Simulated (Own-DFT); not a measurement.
# One host, several defects: zincblende GaAs

Everything here is calculated. The program is Own-DFT (plane waves, in-house, since retired, never reviewed by a person); positions were held fixed, and spin and spin-orbit coupling were off.

Method: PBE; PseudoDojo norm-conserving scalar-relativistic files; cutoff 42 hartree; 3 x 3 x 3 k mesh centred on Gamma; Fermi-Dirac smearing of 0.1 eV.

Known weak points (not all hold for every row): not probed for a lower state with spin; forces not confirmed at this smearing and k mesh; stress not checked against mesh or cutoff.

All runs share one cell, with vectors in Å (11.737, 0.000, 0.000); (0.000, 11.737, 0.000); (0.000, 0.000, 10.833) and a volume of 1492.4 Å³, strained against the parent crystal. u is the rms random offset of the atoms per axis. The defect's site can differ from row to row.

```
                             cell     formula   u (Å)  P (GPa)
                        no defect    As32Ga32  0.0291     1.25
                        no defect    As32Ga32  0.0291     1.25
                        no defect    As32Ga32  0.0535     1.54
              one P on an As site   As31Ga32P  0.0280     1.01
              one P on an As site   As31Ga32P  0.0296     1.01
              one P on an As site   As31Ga32P  0.0298     0.98
              one Al on a Ga site  AlAs32Ga31  0.0288     1.22
              one Al on a Ga site  AlAs32Ga31  0.0317     1.23
              one Al on a Ga site  AlAs32Ga31  0.0496        ?
              one Al on a Ga site  AlAs32Ga31  0.0502     1.59
              one In on a Ga site  As32Ga31In  0.0474     2.15
              one In on a Ga site  As32Ga31In  0.0478     2.11
              one In on a Ga site  As32Ga31In  0.0535     2.30
one As vacancy and one Ga vacancy    As31Ga31  0.0296     0.92
one As vacancy and one Ga vacancy    As31Ga31  0.0296     0.94
one As vacancy and one Ga vacancy    As31Ga31  0.0545     1.39
```

## Working it out

P = P0 + c u² + a shift for each defect gives P0 = 1.05 GPa, c = 196 ± 15 GPa/Å² and a scatter of 0.04 GPa. The shifts, and each times the cell's volume:

- one In on a Ga site: 0.66 ± 0.04 GPa, 6.1 eV
- one Al on a Ga site: 0.02 ± 0.03 GPa, 0.2 eV (not resolved)
- one P on an As site: -0.21 ± 0.03 GPa, -2.0 eV
- one As vacancy and one Ga vacancy: -0.27 ± 0.03 GPa, -2.5 eV

Against the defect-free cell, a freed cell would be larger where the shift is positive and smaller where it is negative (160.2 GPa Å³ is 1 eV). The atoms around the defects weren't relaxed, which would change these numbers.

## Prediction

Question: what pressure belongs in the blank (one Al on a Ga site, u = 0.0496 Å)?

The fitted form gives 1.55 ± 0.05 GPa. Computed: 1.47 GPa.
